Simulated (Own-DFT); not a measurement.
# Response to strain: wurtzite AlN, 128 atoms (Al64N64)

Calculated results; nothing here was measured. They come from Own-DFT, an in-house plane-wave density functional program, since retired, whose code no person has reviewed. Each row is one single-point run on a periodic cell that was not relaxed, without spin or spin-orbit coupling.

Settings of every run: PBE; PseudoDojo norm-conserving scalar-relativistic files; cutoff 42 hartree; 3 x 3 x 3 k mesh centred on Gamma; Gaussian smearing of 0.01 eV.

Known limits: k mesh not checked against a denser one; stress not checked against mesh or cutoff.

Unstrained cell vectors in Å: (12.448, 0.000, 0.000); (-6.224, 10.780, 0.000); (0.000, 0.000, 9.964). The unstrained cell has measured lattice constants (interpolated for alloys), not those of this functional. That, the random moves and any unrelaxed bonds set the pressure at no strain. Each run strains this cell uniformly, with the atoms carried along. Every atom was also moved at random, by a Gaussian of width 0.05 Å on each axis. Strain is the symmetric tensor, in per cent. Stress is positive in tension, and the pressure is minus a third of its trace.

```
run  e_xx (%)  e_yy (%)  e_zz (%)  e_yz (%)  e_xz (%)  e_xy (%)  s_xx (GPa)  s_yy (GPa)  s_zz (GPa)  s_yz (GPa)  s_xz (GPa)  s_xy (GPa)  P (GPa)  E (meV/atom)
  1     -1.14     -1.45     -1.48      0.50     -0.32      0.29      -15.29      -14.99      -13.65        2.13       -1.11        1.54    14.64          27.1
  2      1.55      0.86      1.17     -0.99     -1.13      0.25        3.10        1.22       -0.04       -2.06       -2.82        1.52    -1.43           0.0
  3     -1.79     -1.57     -1.80     -0.70      0.54      1.42      -19.33      -18.97      -18.21       -2.32        2.24        4.32    18.84          70.5
  4     -0.80     -0.63     -1.02      1.78     -0.83     -0.44       -8.98      -10.45      -13.46        4.75       -2.12       -1.70    10.96          20.7
  5      0.67     -0.97      1.26      0.03      1.07      0.84       -1.35      -10.20       -0.79       -0.26        2.66        2.27     4.11          15.9
  6     -1.32     -0.74      0.02      1.52     -0.59     -0.81      -12.71      -11.58       -8.06        3.78       -1.76       -3.27    10.78          33.1
  7     -0.46     -1.90      0.85      1.46     -0.62      1.93       -9.87      -16.19       -4.23        3.03       -0.82        8.14    10.10          42.4
  8     -1.61      0.58     -1.57      0.98     -1.27     -0.10      -13.34       -8.59      -13.54        2.35       -3.52        0.69    11.82          42.6
  9     -0.83      0.15     -0.86     -0.65     -1.03     -0.95      -10.61       -6.59       -9.24       -2.26       -2.91       -2.45     8.81          17.8
 10      1.00      0.06      1.62      0.99     -0.26      0.91       -1.01       -3.76        2.44        1.82       -0.74        4.13     0.78          13.1
 11     -1.06     -1.29     -1.59      0.96      0.67     -1.83      -12.86      -17.01      -14.96        3.09        1.40       -6.47    14.95          41.9
 12      1.43      0.34     -1.18     -0.81      0.50     -0.86        0.54       -3.20      -11.03       -2.13        1.56       -2.51     4.56           9.3
 13      1.01      1.86      0.18     -0.40      0.66     -1.04        0.19        4.24       -2.87       -0.88        1.99       -3.42    -0.52           2.0
 14     -0.09      1.87     -1.01      1.37      1.79     -0.47       -4.28        2.27      -10.49        3.34        4.42       -2.77     4.17          17.2
 15     -1.30     -1.09      1.58      0.57     -0.73     -0.40      -10.37      -14.46        0.78        1.51       -1.89       -1.07     8.02          19.2
 16      1.02      1.29     -1.68     -0.90     -1.65      1.31           ?           ?           ?           ?           ?           ?        ?             ?
```

E is the free energy for each atom above the lowest run shown.

## Worked fit

Each stress component was fitted by least squares to a constant and the strains of the runs shown, as fractions, with shears doubled. Shear strains stay in the fit of a normal stress only where such slopes are resolved. The slopes, in GPa:

| stress | at no strain | per e_xx | per e_yy | per e_zz | scatter |
|---|---|---|---|---|---|
| s_xx | -5.8 | 445 ± 41 | 126 ± 35 | 100 ± 32 | 1.25 |
| s_yy | -6.6 | 183 ± 33 | 492 ± 28 | 42 ± 26 | 1.01 |
| s_zz | -6.2 | 32 ± 33 | 87 ± 28 | 489 ± 25 | 1.00 |

Each shear stress against twice its own strain: yz 129 ± 8, xz 131 ± 6, xy 179 ± 9 GPa. These are stiffnesses along x, y and z of the frame in which the cell vectors are given, which need not be the crystal's axes. The atoms are held to the strained lattice; where symmetry lets them move under strain, relaxing them would lower some slopes. The table should be nearly symmetric about its diagonal, and what it lacks of that shows the noise. A ninth of its sum, 222 ± 5 GPa, estimates the bulk modulus near the mean pressure of these runs, 8.0 GPa, so it lies above the value at zero pressure.

## Withheld run

Question: what normal stresses and pressure should run 16 give?

The fit gives s_xx = -1.3, s_yy = 0.9, s_zz = -13.0 and P = 4.5 GPa. The calculation gave -1.40, -0.82, -10.81 and P = 4.34 GPa.
